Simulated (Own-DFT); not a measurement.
# Shaking the atoms of hexagonal WC, 64 atoms (C32W32)

All numbers below are calculated, not measured. They come from Own-DFT, an in-house plane-wave density functional program, since retired, whose code no person has reviewed. Each row is one single-point run on a periodic cell that was not relaxed, without spin or spin-orbit coupling.

Settings of every run: PBE; PseudoDojo norm-conserving scalar-relativistic files; cutoff 50 hartree; 4 x 4 x 4 k mesh centred on Gamma; cold (Marzari-Vanderbilt) smearing of 0.2 eV.

Known limits, some of them of some rows only: some atoms lie very close together; forces on such cells moved up to 12 meV/angstrom on a denser k mesh; stress not checked against mesh or cutoff.

Cell vectors in Å: (5.833, -5.052, -2.839); (0.000, -5.052, 8.518); (-5.833, -5.052, -2.839). In each run every atom was moved at random and independently from its ideal site; u is the rms move along one axis. E is the free energy for each atom above the fitted value at u = 0, and F the rms of the force components.

```
run   u (Å)  E (meV/atom)  F (eV/Å)  largest force (eV/Å)  P (GPa)
  1  0.0186          13.6     0.505                  1.78     3.22
  2  0.0200             ?         ?                     ?        ?
  3  0.0205          16.5     0.562                  2.21     3.33
  4  0.0514          99.6     1.423                  5.64     6.72
  5  0.0549         115.0     1.533                  6.15     7.38
  6  0.0975         355.8     2.768                 10.68    16.95
  7  0.1034         439.7     3.309                 12.55    20.85
  8  0.1417         767.7     4.221                 15.82    32.50
```

## Worked fit

For small independent moves the energy grows as E = (3/2) K u², with K the mean stiffness felt by one atom. The runs with u up to 0.11 Å give K = 25.9 ± 0.6 eV/Å², with residuals divided by u² + 0.0006 Å², since the noise grows with the moves. The scatter is 4.3 meV/atom at u = 0.05 Å. The forces follow F = G u with G = 28.5 eV/Å²; no force at u = 0 is resolved. G exceeds K because the moves of its neighbours add to the force on an atom, and stiffness differs between atoms. At u = 0.142 Å the parabola gives 779 meV/atom and the run 768. The pressure follows P = 2.54 + 1625 u² GPa: at fixed volume, shortened bonds push harder than stretched ones pull.

## Withheld run

Question: what energy and rms force should run 2 give?

The fit gives 16 ± 1 meV/atom and about 0.57 eV/Å. The calculation gave 15.5 meV/atom and 0.560 eV/Å.
